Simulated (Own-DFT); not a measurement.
# Which defects push the lattice out? B20 RuSi

Calculated, not measured: single-point runs of Own-DFT, a retired in-house plane-wave DFT program that no person has reviewed, on unrelaxed cells, without spin or spin-orbit coupling.

Settings: PBE; PseudoDojo norm-conserving scalar-relativistic files; cutoff 50 hartree; 5 x 4 x 5 k mesh centred on Gamma; cold (Marzari-Vanderbilt) smearing of 0.2 eV.

Caveats (not all hold for every row): not probed for a lower state with spin; forces on such cells failed a check on a denser k mesh; stress not checked against mesh or cutoff.

All runs share one cell, with vectors in Å (4.709, 0.000, 4.709); (0.000, 9.417, 0.000); (-4.709, 0.000, 4.709) and a volume of 417.6 Å³. u is the rms random offset of the atoms per axis. The defect's site can differ from row to row.

```
cell,formula,u (Å),P (GPa)
no defect,Ru16Si16,0.0195,4.39
no defect,Ru16Si16,0.0202,4.36
no defect,Ru16Si16,0.0514,6.53
one Si vacancy,Ru16Si15,0.0285,1.95
one Si vacancy,Ru16Si15,0.0502,3.59
one Si vacancy,Ru16Si15,0.0544,4.88
one Si on a Ru site,Ru15Si17,0.0289,5.38
one Si on a Ru site,Ru15Si17,0.0317,?
one Si on a Ru site,Ru15Si17,0.0473,6.01
one Si on a Ru site,Ru15Si17,0.0572,6.89
one Ru vacancy,Ru15Si16,0.0276,2.37
one Ru vacancy,Ru15Si16,0.0428,4.02
one Ru vacancy,Ru15Si16,0.0476,4.59
one Ru on a Si site,Ru17Si15,0.0326,8.19
one Ru on a Si site,Ru17Si15,0.0331,8.47
one Ru on a Si site,Ru17Si15,0.0466,9.98
```

## Working it out

P = P0 + c u² + a shift for each defect gives P0 = 3.92 GPa, c = 1030 ± 123 GPa/Å² and a scatter of 0.41 GPa. The shifts, and each times the cell's volume:

- one Ru on a Si site: 3.48 ± 0.33 GPa, 9.1 eV
- one Si on a Ru site: 0.00 ± 0.35 GPa, 0.0 eV (not resolved)
- one Ru vacancy: -1.92 ± 0.34 GPa, -5.0 eV
- one Si vacancy: -2.60 ± 0.35 GPa, -6.8 eV

Positive is outwards. The product with the volume (160.2 GPa Å³ to the eV) is nearly free of the cell's size; divided by the bulk modulus at the cell's pressure it gives the volume that the defect adds. The atoms around the defects weren't relaxed, which would change these numbers.

## Prediction

Asked: what pressure belongs in the blank (one Si on a Ru site, u = 0.0317 Å)?

The fitted form gives 4.95 ± 0.49 GPa. The calculation gave 6.36 GPa.
